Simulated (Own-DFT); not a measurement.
# How strain changes the stress of wurtzite AlN, 72 atoms (Al36N36)

Calculated results; nothing here was measured. They come from Own-DFT, an in-house plane-wave density functional program, since retired, whose code no person has reviewed. Each row is one single-point run on a periodic cell that was not relaxed, without spin or spin-orbit coupling.

Settings of every run: PBE; PseudoDojo norm-conserving scalar-relativistic files; cutoff 42 hartree; 3 x 3 x 2 k mesh centred on Gamma; Fermi-Dirac smearing of 0.1 eV.

Known limits: forces on such cells moved up to 12 meV/angstrom on a denser k mesh; stress not checked against mesh or cutoff.

Unstrained cell vectors in Å: (9.336, 0.000, 0.000); (-4.668, 8.085, 0.000); (0.000, 0.000, 9.964). The unstrained cell has measured lattice constants (interpolated for alloys), not those of this functional. That, the random moves and any unrelaxed bonds set the pressure at no strain. Each run strains this cell uniformly, with the atoms carried along. Every atom was also moved at random, by a Gaussian of width 0.05 Å on each axis. Strain is the symmetric tensor, in per cent. Stress is positive in tension, and the pressure is minus a third of its trace.

| run | e_xx (%) | e_yy (%) | e_zz (%) | s_xx (GPa) | s_yy (GPa) | s_zz (GPa) | P (GPa) | E (meV/atom) |
|---|---|---|---|---|---|---|---|---|
| 1 | 1.50 | 1.50 | 0.00 | 3.07 | 2.52 | -3.98 | -0.53 | 0.0 |
| 2 | -0.50 | -0.50 | 0.00 | -5.51 | -10.40 | -7.92 | 7.95 | 13.2 |
| 3 | 3.00 | 3.00 | 0.00 | 9.49 | 9.80 | -1.79 | -5.83 | 5.6 |
| 4 | -0.25 | -0.25 | 0.00 | -6.37 | -8.51 | -5.29 | 6.72 | 13.1 |
| 5 | 2.00 | 2.00 | 0.00 | 4.61 | 5.23 | -4.45 | -1.80 | 18.4 |
| 6 | -2.50 | -2.50 | 0.00 | -20.52 | -22.39 | -10.09 | 17.67 | 55.5 |
| 7 | 2.75 | 2.75 | 0.00 | 7.68 | 8.99 | -2.20 | -4.82 | 19.6 |
| 8 | -2.25 | -2.25 | 0.00 | -20.17 | -22.73 | -7.07 | 16.66 | 49.0 |
| 9 | 1.25 | 1.25 | 0.00 | ? | ? | ? | ? | ? |

E is the free energy for each atom above the lowest run shown.

## Worked fit

The change of volume is close to e_xx + e_yy + e_zz. A straight line through the runs shown gives P = 6.59 - 213 x (fractional change of volume) GPa, with an error of 6 on the slope and a scatter of 0.72 GPa. The strain isn't the same on all axes and the cell isn't cubic, so the slope belongs to this path and is not the bulk modulus.

## Withheld run

Question: what pressure should run 9 give? Its volume changes by 2.52 %.

The line gives 1.2 GPa. The calculation gave 0.88 GPa.
